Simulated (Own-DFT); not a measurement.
## Calculated data, InGa₃As₄ (zincblende random alloy, atoms displaced)

Computed with Own-DFT development build. A calculation, not a measurement: plane-wave PBE density functional theory by an unreviewed code, no spin, of a simulated periodic cell, stress positive in tension, free energy of the whole cell less one offset for each atom, forces on such cells passed a denser k mesh, this cell's mesh not checked; offsets are fitted by least squares, one for each functional and potential file, so energies compare only between cells with the same atoms and settings and are not formation energies; the far tail of each file's local potential was reset to the Coulomb form; each entry is a single point on an unrelaxed cell, so the pressure reflects the starting lattice, mostly measured values, from which strain is counted, and rises with the displacements; printed positions are rounded, which can move forces by about a meV/angstrom; the program is a retired in-house code; no spin-orbit coupling; before rounding, a Quantum ESPRESSO 7.3.1 run of the same cell and cutoff gave forces within 1 meV/angstrom rms on each cell, which checks the program and not the settings.

Common to all runs: functional PBE; potential files PseudoDojo norm-conserving, scalar-relativistic, standard set; wave cutoff 42 hartree; occupations Fermi-Dirac; smearing width 0.1 eV; k mesh 3 x 3 x 3 centred on Gamma.

(1) InGa₃As₄ (zincblende random alloy, atoms displaced)

```
InGa3As4
1.0
     11.5091     0.0000     0.0000
      0.0000    11.5091     0.0000
      0.0000     0.0000    11.5091
In Ga As In Ga As Ga In As Ga As In Ga As Ga As Ga In As Ga In Ga As
1 3 4 1 3 4 2 2 4 4 4 2 2 4 4 4 3 1 4 2 1 1 4
Direct
  0.99520 0.00083 0.00554
  0.00178 0.24766 0.25216
  0.24975 0.99599 0.24481
  0.25199 0.25003 0.00203
  0.12705 0.12603 0.12150
  0.12562 0.37296 0.37957
  0.37451 0.12768 0.37829
  0.37754 0.37772 0.12456
  0.99917 0.99598 0.50531
  0.00182 0.25316 0.75303
  0.24721 0.00050 0.74868
  0.24989 0.25218 0.50373
  0.12006 0.12276 0.62100
  0.12208 0.37377 0.87837
  0.36999 0.12428 0.87251
  0.37283 0.37603 0.62741
  0.00099 0.50075 0.99837
  0.99670 0.75194 0.24794
  0.25012 0.50291 0.24593
  0.24800 0.75444 0.99780
  0.12484 0.62879 0.12297
  0.11868 0.87647 0.37548
  0.37229 0.62289 0.37509
  0.37787 0.87681 0.12408
  0.99779 0.49986 0.50010
  0.00321 0.75396 0.74967
  0.25046 0.50193 0.74890
  0.24713 0.74542 0.50003
  0.12187 0.62277 0.62203
  0.12521 0.87267 0.87187
  0.37402 0.62455 0.87691
  0.37292 0.87273 0.62000
  0.50188 0.99575 0.00296
  0.50146 0.24409 0.24911
  0.74601 0.99911 0.24882
  0.75143 0.24278 0.00141
  0.62484 0.12468 0.12120
  0.62592 0.37380 0.38178
  0.87808 0.12906 0.37251
  0.87620 0.37811 0.12588
  0.50358 0.99632 0.49860
  0.50126 0.25080 0.75205
  0.74942 0.00169 0.75088
  0.75170 0.25379 0.49850
  0.62311 0.12521 0.62524
  0.62299 0.37562 0.88003
  0.87480 0.12512 0.87483
  0.87276 0.37655 0.62605
  0.50032 0.49905 0.99332
  0.49725 0.74942 0.24996
  0.74938 0.50013 0.25350
  0.74715 0.75245 0.99624
  0.62303 0.62314 0.12408
  0.62252 0.87493 0.37838
  0.87956 0.62554 0.37669
  0.87115 0.87638 0.12417
  0.50276 0.49959 0.49443
  0.50054 0.74836 0.75322
  0.75597 0.50150 0.74911
  0.75087 0.74732 0.49967
  0.62535 0.62305 0.62445
  0.62289 0.87392 0.87624
  0.87181 0.62269 0.87764
  0.87557 0.88078 0.62392
```

It finds free energy of cell above offsets -23.449 eV; pressure 4.51 GPa; stress xx -4.52 GPa; stress yy -4.5 GPa; stress zz -4.52 GPa; stress yz -0.33 GPa; stress xz 0.23 GPa; stress xy -0.04 GPa.

Force:
```tsv
element	x (eV/Å)	y (eV/Å)	z (eV/Å)
In	0.711	-0.121	-0.813
Ga	0.188	0.494	-0.332
Ga	-0.077	0.445	0.679
Ga	0.092	0.226	-0.198
As	0.749	0.703	1.17
As	-0.612	-0.28	0.138
As	-0.971	-1.37	0.646
As	0.175	-0.355	-1.54
In	-0.241	0.913	-1.362
Ga	-0.203	-0.277	-0.461
Ga	0.042	-0.059	-0.4
Ga	-0.055	-0.24	0.071
As	1.483	1.577	1.627
As	0.611	0.275	-0.166
As	-0.086	0.48	-0.291
As	0.491	0.08	-0.187
Ga	-0.165	0.11	0.266
Ga	0.152	-0.021	0.037
In	-0.569	-0.584	0.326
In	0.484	-0.249	0.3
As	-1.85	-0.069	0.053
As	1.513	-1.217	-1.25
As	1.086	1.046	0.82
As	-0.608	-0.709	1.896
Ga	0.142	-0.394	0.02
Ga	-0.584	-0.549	-0.178
Ga	-0.301	-0.151	0.178
Ga	-0.05	0.311	-0.244
As	0.07	0.156	0.43
As	-0.588	1.07	-1.176
As	0.72	-0.654	-0.934
As	0.132	0.039	0.531
In	-0.428	0.996	-0.934
In	-0.018	0.815	0.252
Ga	0.199	0.273	0.355
Ga	0.088	0.874	-0.037
As	1.787	-0.179	0.307
As	0.534	0.581	-0.358
As	-1.149	-0.051	-0.324
As	-0.057	-0.425	0.038
Ga	-0.633	0.496	0.318
Ga	-0.28	0.022	0.012
Ga	-0.196	-0.014	-0.081
Ga	0.145	-0.538	0.328
As	0.28	0.074	-0.103
As	0.127	-0.974	0.009
As	-0.667	0.746	-0.928
As	1.418	-1.326	-1.067
Ga	-0.227	0.132	0.661
Ga	0.135	-0.159	0.167
Ga	0.008	0.012	-0.018
In	0.191	-0.574	0.671
As	-0.662	-0.588	0.809
As	0.464	-0.387	-0.603
As	-0.47	0.044	-0.313
As	-0.29	-0.44	1.918
Ga	-0.478	0.146	0.671
Ga	-0.245	0.022	-0.581
In	-1.204	-0.317	0.335
Ga	0.012	0.22	0.192
As	-0.873	0.895	-0.681
As	0.013	0.328	-2.333
As	2.372	0.683	-0.007
As	-1.778	-2.012	1.667
```

(2) InGa₃As₄ (zincblende random alloy, atoms displaced)

```
InGa3As4
1.0
     11.5091     0.0000     0.0000
      0.0000    11.5091     0.0000
      0.0000     0.0000    11.5091
In Ga In As Ga In Ga As Ga In Ga As In Ga In Ga As Ga As Ga In Ga As Ga In Ga As Ga As
1 2 1 4 2 1 1 4 2 1 1 4 1 1 1 1 4 4 4 2 1 1 4 2 1 1 4 4 4
Direct
  0.99797 0.99942 0.00313
  0.99898 0.24767 0.25060
  0.24990 0.99526 0.24996
  0.25206 0.25477 0.00048
  0.12988 0.12682 0.12624
  0.12567 0.37330 0.37502
  0.37522 0.12383 0.37658
  0.37818 0.37145 0.12124
  0.00326 0.99696 0.49971
  0.00026 0.24733 0.74657
  0.24736 0.99790 0.74571
  0.25316 0.25460 0.49695
  0.12540 0.12599 0.62328
  0.12501 0.37688 0.87175
  0.37331 0.12619 0.87805
  0.37649 0.37233 0.62633
  0.00204 0.50167 0.99651
  0.00021 0.75123 0.24965
  0.24601 0.49506 0.25211
  0.25338 0.74962 0.00136
  0.13000 0.62676 0.11891
  0.12435 0.87555 0.37301
  0.37548 0.62070 0.37768
  0.37784 0.87356 0.12206
  0.99662 0.50040 0.50149
  0.00147 0.75093 0.75023
  0.24879 0.50052 0.74883
  0.24729 0.74772 0.49867
  0.12722 0.62112 0.62868
  0.12356 0.87782 0.87272
  0.37505 0.62503 0.87842
  0.37349 0.87705 0.62559
  0.49616 0.00271 0.99384
  0.49795 0.24468 0.25135
  0.74844 0.99803 0.25350
  0.75312 0.25126 0.99969
  0.62557 0.12633 0.12250
  0.61870 0.37128 0.37526
  0.87575 0.12724 0.37655
  0.87793 0.37563 0.12756
  0.50185 0.99755 0.50034
  0.50240 0.24662 0.74924
  0.75339 0.00262 0.75139
  0.75169 0.25097 0.50023
  0.62529 0.12447 0.62642
  0.62921 0.37833 0.87635
  0.87639 0.12526 0.87650
  0.87693 0.37424 0.62340
  0.50142 0.50314 0.99991
  0.49956 0.75417 0.24920
  0.75129 0.50190 0.25130
  0.75157 0.74740 0.99813
  0.61715 0.62481 0.12169
  0.62597 0.87621 0.37414
  0.87601 0.61931 0.37201
  0.86905 0.87915 0.12594
  0.49849 0.49702 0.50197
  0.50195 0.74789 0.74466
  0.75477 0.49975 0.75694
  0.74846 0.74919 0.50089
  0.62523 0.62018 0.62285
  0.62556 0.87316 0.87524
  0.87322 0.62529 0.87523
  0.87199 0.87152 0.62570
```

The calculation gives: free energy of cell above offsets -23.891 eV; pressure 4.41 GPa; stress xx -4.43 GPa; stress yy -4.35 GPa; stress zz -4.44 GPa; stress yz 0.07 GPa; stress xz -0.06 GPa; stress xy -0.12 GPa.

Force:
```tsv
element	x (eV/Å)	y (eV/Å)	z (eV/Å)
In	0.525	0.24	0.169
Ga	0.309	0.007	-0.072
Ga	0.308	0.365	-0.142
In	-0.659	-0.208	-0.343
As	-0.401	-0.355	1.443
As	-0.776	-1.669	0.484
As	-0.152	-0.363	-0.057
As	1.779	0.93	0.952
Ga	-0.445	0.196	0.124
Ga	-0.057	0.183	0.279
In	0.326	0.694	0.562
Ga	-0.113	-0.412	0.186
As	-0.672	0.917	-1.109
As	-1.824	-0.514	0.182
As	1.232	-0.231	-0.956
As	0.67	-0.622	-0.556
Ga	-0.115	-0.126	0.224
Ga	-0.169	-0.15	-0.386
In	0.824	0.436	-0.841
Ga	-0.156	0.351	-0.467
As	-1.162	0.536	-0.09
As	0.073	-0.33	0.158
As	0.631	1.105	0.373
As	-0.252	0.432	0.178
In	0.842	0.003	-0.113
Ga	-0.061	-0.186	-0.054
In	1.042	-0.242	0.47
Ga	0.26	0.058	0.15
As	-0.776	2.317	-0.803
As	0.005	-1.926	0.574
As	0.83	0.717	0.098
As	1.144	-1.435	-1.301
Ga	0.597	-0.267	0.423
Ga	0.108	0.119	-0.326
Ga	-0.015	0.699	-0.23
Ga	-0.026	0.112	0.152
As	-0.02	-0.32	0.141
As	-0.065	-0.395	0.554
As	-0.052	-0.506	0.01
As	0.787	-0.69	-1.079
Ga	-0.14	0.243	0.08
Ga	-0.01	0.238	0.353
In	-0.423	-0.345	0.066
Ga	-0.464	0.007	0.012
As	-0.575	0.688	-1.091
As	-0.42	-0.365	-0.034
As	0.205	1.878	-0.047
As	-1.234	-0.931	1.372
Ga	-0.28	-0.512	-0.206
Ga	-0.08	-0.47	0.21
In	-1.345	-0.571	-0.602
Ga	-0.534	0.207	0.388
As	0.345	0.911	-0.047
As	-0.134	-0.311	0.25
As	0.201	2.786	0.43
As	-0.514	-1.477	0.883
Ga	0.09	-0.1	-0.084
Ga	-0.13	0.062	0.392
Ga	-0.28	-0.163	-0.791
Ga	0.111	-0.284	-0.31
As	0.259	0.005	0.266
As	-0.768	-0.599	0.447
As	0.62	0.202	0.035
As	1.18	-0.569	-0.936
```

(3) InGa₃As₄ (zincblende random alloy, atoms displaced)

```
InGa3As4
1.0
     11.5091     0.0000     0.0000
      0.0000    11.5091     0.0000
      0.0000     0.0000    11.5091
In Ga As Ga In Ga As Ga In Ga As Ga In Ga As Ga In As Ga As Ga In Ga As In Ga In Ga As
1 3 4 1 1 2 4 1 1 2 4 2 1 1 4 3 1 4 4 4 1 1 2 4 1 1 1 1 4
Direct
  0.00407 0.99743 0.00238
  0.99826 0.24662 0.25039
  0.24833 0.00292 0.25252
  0.24748 0.24930 0.00090
  0.12375 0.12010 0.12631
  0.12294 0.37513 0.37388
  0.37364 0.12603 0.37795
  0.37254 0.37552 0.12307
  0.00027 0.00571 0.49291
  0.99922 0.25163 0.75094
  0.25172 0.00634 0.75058
  0.25237 0.25038 0.49883
  0.12865 0.12673 0.62573
  0.12751 0.37610 0.87551
  0.37617 0.12345 0.87844
  0.36879 0.37328 0.62276
  0.99825 0.50112 0.99851
  0.00090 0.74977 0.24809
  0.24941 0.49825 0.24501
  0.24623 0.74871 0.00056
  0.12419 0.62677 0.12283
  0.12598 0.87731 0.37297
  0.37436 0.62471 0.37359
  0.37887 0.87534 0.12333
  0.00142 0.50318 0.50632
  0.99827 0.75303 0.75560
  0.24922 0.50517 0.74584
  0.25045 0.75189 0.50358
  0.12516 0.62530 0.62491
  0.12468 0.87156 0.87111
  0.37826 0.62800 0.87481
  0.37829 0.87168 0.62789
  0.49814 0.00384 0.99708
  0.49357 0.24792 0.24982
  0.74602 0.99962 0.24927
  0.74813 0.25057 0.99801
  0.62710 0.12223 0.12206
  0.62150 0.37533 0.37400
  0.87107 0.12317 0.37668
  0.87572 0.37507 0.12600
  0.49539 0.00034 0.50174
  0.49890 0.25293 0.74795
  0.74486 0.00323 0.74812
  0.74891 0.25064 0.50069
  0.62454 0.13000 0.62414
  0.62429 0.37538 0.87443
  0.87615 0.12521 0.87304
  0.87533 0.37889 0.62589
  0.49721 0.49985 0.00083
  0.49854 0.75248 0.25060
  0.75482 0.50132 0.24945
  0.75318 0.75255 0.99539
  0.62635 0.62215 0.12301
  0.62230 0.87298 0.37748
  0.88059 0.62287 0.37284
  0.87718 0.87588 0.12821
  0.50042 0.50188 0.50341
  0.49793 0.75074 0.74869
  0.74832 0.49712 0.75297
  0.75428 0.75180 0.50030
  0.61846 0.61983 0.62716
  0.62744 0.87131 0.87129
  0.87635 0.62748 0.87476
  0.87327 0.87652 0.62665
```

The calculation gives: free energy of cell above offsets -23.775 eV; pressure 4.44 GPa; stress xx -4.4 GPa; stress yy -4.45 GPa; stress zz -4.47 GPa; stress yz 0.25 GPa; stress xz -0.42 GPa; stress xy -0.13 GPa.

Force:
```tsv
element	x (eV/Å)	y (eV/Å)	z (eV/Å)
In	-0.6	-0.151	-0.848
Ga	0.03	0.134	0.087
Ga	0.512	-0.312	-0.228
Ga	-0.003	-0.081	0.09
As	1.13	1.594	1.001
As	0.082	-0.022	0.133
As	-0.011	-0.216	-0.253
As	0.107	-0.291	0.003
Ga	0.226	-0.515	0.755
In	0.296	0.039	-0.228
Ga	0.028	-0.699	-0.072
Ga	-0.549	0.033	-0.121
As	0.349	-0.678	-1.032
As	-0.113	0.165	1.429
As	-0.191	0.68	-0.454
As	0.557	-1.295	0.15
Ga	0.239	-0.134	0.153
In	0.231	0.091	0.339
Ga	-0.181	0.26	0.42
Ga	0.544	0.236	-0.17
As	0.845	-1.235	-0.813
As	0.725	0.542	1.073
As	-1.798	-0.13	0.124
As	-1.528	1.164	-0.949
Ga	-0.064	-0.302	-0.628
Ga	-0.056	-0.231	-0.814
In	0.472	-0.4	0.861
Ga	-0.03	-0.071	-0.47
As	-1.29	1.645	-0.776
As	1.169	-0.148	-0.426
As	0.272	0.504	0.818
As	-0.577	0.668	-0.087
Ga	0.548	-0.786	0.21
Ga	0.576	0.045	-0.159
Ga	0.046	-0.294	0.239
In	0.406	-0.026	0.126
As	-1.3	-0.486	1.074
As	1.043	-0.807	-0.924
As	-0.117	0.363	-0.383
As	0.767	0.586	0.511
Ga	0.47	-0.035	0.017
Ga	-0.217	-0.067	0.13
Ga	0.306	-0.115	0.094
Ga	0.061	0.394	-0.231
As	-0.326	-0.351	0.006
As	-2.194	-0.178	0.318
As	-0.849	-1.21	-0.328
As	0.022	-0.35	-1.736
Ga	0.286	0.047	-0.165
In	0.35	-0.662	-0.293
Ga	-0.429	-0.224	0.105
Ga	-0.124	-0.137	0.607
As	0.739	-0.259	-0.572
As	1.115	1.172	0.919
As	-1.139	-0.65	1.303
As	-2.159	0.11	-0.341
In	-0.797	-0.741	-0.773
Ga	0.533	-0.26	0.232
In	0.173	0.784	-0.22
Ga	-0.346	-0.473	0.071
As	1.223	2.558	0.473
As	-0.419	0.564	0.142
As	0.557	0.366	0.649
As	0.373	0.278	-0.165
```
